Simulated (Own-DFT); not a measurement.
# Energy and forces against displacement in 4H SiC, 72 atoms (C36Si36)

All numbers below are calculated, not measured. The program, named Own-DFT, is a retired in-house plane-wave density functional code that no person has reviewed. Each row is one single-point run on a periodic cell that was not relaxed, without spin or spin-orbit coupling.

Settings of every run: PBE; PseudoDojo norm-conserving scalar-relativistic files; cutoff 42 hartree; 4 x 4 x 3 k mesh centred on Gamma; Fermi-Dirac smearing of 0.1 eV.

Known limits, some of them of some rows only: some atoms lie very close together; forces on such cells passed a denser k mesh, each cell not checked; stress not checked against mesh or cutoff.

Cell vectors in Å: (9.248, 0.000, 0.000); (-4.624, 8.009, 0.000); (0.000, 0.000, 10.068). In each run every atom was moved at random and independently from its ideal site; u is the rms move along one axis. E is the free energy for each atom above the fitted value at u = 0, and F the rms of the force components.

```
run   u (Å)  E (meV/atom)  F (eV/Å)  largest force (eV/Å)  P (GPa)
  1  0.0270          27.4     0.759                  2.49     3.59
  2  0.0282          29.8     0.805                  2.72     3.59
  3  0.0601             ?         ?                     ?        ?
  4  0.0645         146.3     1.837                  6.94     6.25
  5  0.0967         362.8     3.281                 16.68    11.97
  6  0.0968         397.9     3.429                 13.27    12.97
  7  0.1059         367.1     3.170                 16.01    10.93
```

## Worked fit

For small independent moves the energy grows as E = (3/2) K u², with K the mean stiffness felt by one atom. The runs with u up to 0.11 Å give K = 24.9 ± 1.4 eV/Å², with residuals divided by u² + 0.0006 Å², since the noise grows with the moves. The scatter is 10.7 meV/atom at u = 0.05 Å. The forces follow F = G u with G = 30.9 eV/Å²; no force at u = 0 is resolved. G exceeds K because the moves of its neighbours add to the force on an atom, and stiffness differs between atoms. The pressure follows P = 3.01 + 878 u² GPa: at fixed volume, shortened bonds push harder than stretched ones pull.

## Withheld run

Question: what energy and rms force should run 3 give?

The fit gives 135 ± 16 meV/atom and about 1.86 eV/Å. The calculation gave 139.4 meV/atom and 1.816 eV/Å.
